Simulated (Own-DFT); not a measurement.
# Which arrangement is lower? C34N2Si36, 72 atoms

All numbers below are calculated, not measured. They come from Own-DFT, an in-house plane-wave density functional program, since retired, whose code no person has reviewed. Each row is one single-point run on a periodic cell that was not relaxed, without spin or spin-orbit coupling.

Settings of every run: PBE; PseudoDojo norm-conserving scalar-relativistic files; cutoff 42 hartree; 4 x 4 x 3 k mesh centred on Gamma; Fermi-Dirac smearing of 0.1 eV.

Known limits: not probed for a lower state with spin; forces on such cells passed a denser k mesh, each cell not checked; stress not checked against mesh or cutoff.

All cells hold the same atoms in the same cell, with vectors in Å (9.248, 0.000, 0.000); (-4.624, 8.009, 0.000); (0.000, 0.000, 10.068). Every atom was moved at random from its ideal site; u is the rms move along one axis. The defect's site can differ from row to row. E is the free energy of the cell above the lowest run. The arrangements:

- A: 4H SiC, with two N on a C site each, 3.1 Å apart
- B: 2H SiC, with two N on a C site each, 3.1 Å apart

```
arrangement   u (Å)  E (eV)  P (GPa)
          A  0.0296   0.210     2.80
          A  0.0305   0.000     2.80
          A  0.0313   0.190     2.86
          A  0.0470   2.653     3.73
          A  0.0503   3.181     3.78
          A  0.0526   4.621     4.50
          B  0.0287   0.552     2.94
          B  0.0297   0.541     2.92
          B  0.0304   0.664     2.92
          B  0.0519   5.072     4.42
          B  0.0520   5.416     4.46
          B  0.0529   4.683     4.37
```

Question: once the cost of the random moves is taken out, how do the arrangements rank?

## Worked answer

Fit E = a + b u², with one b for all and one a for each arrangement, and with residuals divided by u², since the noise grows with the moves. Then b = 2267 eV/Å², the scatter at u = 0.04 Å is 0.28 eV, and against A:

- B: 0.62 ± 0.12 eV (higher)

These are energies of unrelaxed cells. Relaxing the atoms lowers the strained arrangements most, so the gaps would shrink and small ones could change sign.
